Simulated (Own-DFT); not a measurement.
# Strain and stress in wurtzite AlN, 72 atoms (Al36N36)

These are calculations, not measurements. The program, named Own-DFT, is a retired in-house plane-wave density functional code that no person has reviewed. Each row is one single-point run on a periodic cell that was not relaxed, without spin or spin-orbit coupling.

Settings of every run: PBE; PseudoDojo norm-conserving scalar-relativistic files; cutoff 42 hartree; 3 x 3 x 2 k mesh centred on Gamma; Fermi-Dirac smearing of 0.1 eV.

Known limits: forces on such cells moved up to 12 meV/angstrom on a denser k mesh; stress not checked against mesh or cutoff.

Unstrained cell vectors in Å: (9.336, 0.000, 0.000); (-4.668, 8.085, 0.000); (0.000, 0.000, 9.964). The unstrained cell has measured lattice constants (interpolated for alloys), not those of this functional. That, the random moves and any unrelaxed bonds set the pressure at no strain. Each run strains this cell uniformly, with the atoms carried along. Every atom was also moved at random, by a Gaussian of width 0.05 Å on each axis. Strain is the symmetric tensor, in per cent. Stress is positive in tension, and the pressure is minus a third of its trace.

| run | e_xx (%) | e_yy (%) | e_zz (%) | s_xx (GPa) | s_yy (GPa) | s_zz (GPa) | P (GPa) | E (meV/atom) |
|---|---|---|---|---|---|---|---|---|
| 1 | -2.00 | -2.00 | 0.00 | -19.64 | -17.88 | -8.45 | 15.33 | 49.4 |
| 2 | -1.75 | -1.75 | 0.00 | -18.54 | -15.22 | -7.43 | 13.73 | 29.5 |
| 3 | 2.25 | 2.25 | 0.00 | 5.19 | 5.26 | 0.09 | -3.51 | 1.2 |
| 4 | -2.25 | -2.25 | 0.00 | -24.08 | -22.52 | -5.84 | 17.48 | 80.9 |
| 5 | 1.25 | 1.25 | 0.00 | 1.43 | 0.64 | -3.55 | 0.49 | 0.0 |
| 6 | -2.75 | -2.75 | 0.00 | -22.92 | -24.09 | -9.87 | 18.96 | 52.3 |
| 7 | 2.75 | 2.75 | 0.00 | 6.71 | 8.38 | -0.25 | -4.95 | 18.6 |
| 8 | -1.00 | -1.00 | 0.00 | -12.49 | -10.15 | -8.02 | 10.22 | 28.2 |
| 9 | 0.75 | 0.75 | 0.00 | ? | ? | ? | ? | ? |

E is the free energy for each atom above the lowest run shown.

## Worked fit

The change of volume is close to e_xx + e_yy + e_zz. A straight line through the runs shown gives P = 6.63 - 221 x (fractional change of volume) GPa, with an error of 6 on the slope and a scatter of 0.71 GPa. The strain isn't the same on all axes and the cell isn't cubic, so the slope belongs to this path and is not the bulk modulus.

## Withheld run

Question: what pressure should run 9 give? Its volume changes by 1.51 %.

The line gives 3.3 GPa. The calculation gave 2.26 GPa.
